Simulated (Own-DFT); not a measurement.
# One host, several defects: zincblende GaAs

Calculated, not measured: single-point runs of Own-DFT, a retired in-house plane-wave DFT program that no person has reviewed, on unrelaxed cells, without spin or spin-orbit coupling.

Settings: PBE; PseudoDojo norm-conserving scalar-relativistic files; cutoff 42 hartree; 3 x 3 x 3 k mesh centred on Gamma; Fermi-Dirac smearing of 0.1 eV.

Caveats (not all hold for every row): not probed for a lower state with spin; forces not confirmed at this smearing and k mesh; stress not checked against mesh or cutoff.

All runs share one cell, with vectors in Å (11.737, 0.000, 0.000); (0.000, 11.737, 0.000); (0.000, 0.000, 10.919) and a volume of 1504.3 Å³, strained against the parent crystal. u is the rms random offset of the atoms per axis. The defect's site can differ from row to row.

```
cell,formula,u (Å),P (GPa)
no defect,As32Ga32,0.0301,0.76
no defect,As32Ga32,0.0509,1.12
no defect,As32Ga32,0.0524,1.04
one P on an As site,As31Ga32P,0.0285,0.51
one P on an As site,As31Ga32P,0.0305,0.54
one P on an As site,As31Ga32P,0.0466,0.78
one As vacancy and one Ga vacancy,As31Ga31,0.0301,0.45
one As vacancy and one Ga vacancy,As31Ga31,0.0340,0.52
one As vacancy and one Ga vacancy,As31Ga31,0.0481,0.76
one In on a Ga site,As32Ga31In,0.0292,?
one In on a Ga site,As32Ga31In,0.0293,1.31
one In on a Ga site,As32Ga31In,0.0492,1.64
one In on a Ga site,As32Ga31In,0.0509,1.67
one Al on a Ga site,AlAs32Ga31,0.0291,0.72
one Al on a Ga site,AlAs32Ga31,0.0474,1.04
one Al on a Ga site,AlAs32Ga31,0.0507,1.03
```

## Analysis

P = P0 + c u² + a shift for each defect gives P0 = 0.56 GPa, c = 197 ± 12 GPa/Å² and a scatter of 0.03 GPa. The shifts, and each times the cell's volume:

- one In on a Ga site: 0.59 ± 0.03 GPa, 5.5 eV
- one Al on a Ga site: -0.01 ± 0.03 GPa, -0.1 eV (not resolved)
- one P on an As site: -0.21 ± 0.03 GPa, -2.0 eV
- one As vacancy and one Ga vacancy: -0.28 ± 0.03 GPa, -2.6 eV

Positive is outwards. The product with the volume (160.2 GPa Å³ to the eV) is nearly free of the cell's size; divided by the bulk modulus at the cell's pressure it gives the volume that the defect adds. The atoms around the defects weren't relaxed, which would change these numbers.

## Withheld run

The question: what pressure belongs in the blank (one In on a Ga site, u = 0.0292 Å)?

The fitted form gives 1.32 ± 0.04 GPa. The hidden result is 1.26 GPa.
